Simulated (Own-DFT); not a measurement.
# How strain changes the stress of grey tin, 32 atoms (Sn32)

All numbers below are calculated, not measured. The program, named Own-DFT, is a retired in-house plane-wave density functional code that no person has reviewed. Each row is one single-point run on a periodic cell that was not relaxed, without spin or spin-orbit coupling.

Settings of every run: PBE; PseudoDojo norm-conserving scalar-relativistic files; cutoff 42 hartree; 3 x 3 x 5 k mesh centred on Gamma; cold (Marzari-Vanderbilt) smearing of 0.2 eV.

Known limits: forces on such cells failed a check on a denser k mesh; stress not checked against mesh or cutoff.

Unstrained cell vectors in Å: (12.978, 0.000, 0.000); (0.000, 12.978, 0.000); (0.000, 0.000, 6.489). The unstrained cell has measured lattice constants (interpolated for alloys), not those of this functional. That, the random moves and any unrelaxed bonds set the pressure at no strain. Each run strains this cell uniformly, with the atoms carried along. Every atom was also moved at random, by a Gaussian of width 0.05 Å on each axis. Strain is the symmetric tensor, in per cent. Stress is positive in tension, and the pressure is minus a third of its trace.

```
run,e_xx (%),e_yy (%),e_zz (%),s_xx (GPa),s_yy (GPa),s_zz (GPa),P (GPa),E (meV/atom)
1,-3.00,-3.00,0.00,-7.46,-7.45,-6.58,7.16,90.1
2,-0.25,-0.25,0.00,-3.94,-3.93,-3.87,3.91,37.9
3,1.50,1.50,0.00,-2.03,-2.01,-2.46,2.17,14.6
4,-0.75,-0.75,0.00,-4.41,-4.35,-4.18,4.31,31.8
5,-1.75,-1.75,0.00,-5.77,-5.81,-5.23,5.60,63.5
6,0.50,0.50,0.00,-3.02,-3.00,-3.13,3.05,17.3
7,2.00,2.00,0.00,-1.47,-1.49,-1.93,1.63,0.0
8,-2.25,-2.25,0.00,?,?,?,?,?
```

E is the free energy for each atom above the lowest run shown.

## Worked fit

The change of volume is close to e_xx + e_yy + e_zz. A straight line through the runs shown gives P = 3.72 - 55 x (fractional change of volume) GPa, with an error of 2 on the slope and a scatter of 0.17 GPa. The strain isn't the same on all axes, but the crystal is cubic, so the slope still estimates the bulk modulus, averaged over pressures from 1.6 to 7.2 GPa.

## Withheld run

Question: what pressure should run 8 give? Its volume changes by -4.45 %.

The line gives 6.2 GPa. The calculation gave 6.23 GPa.
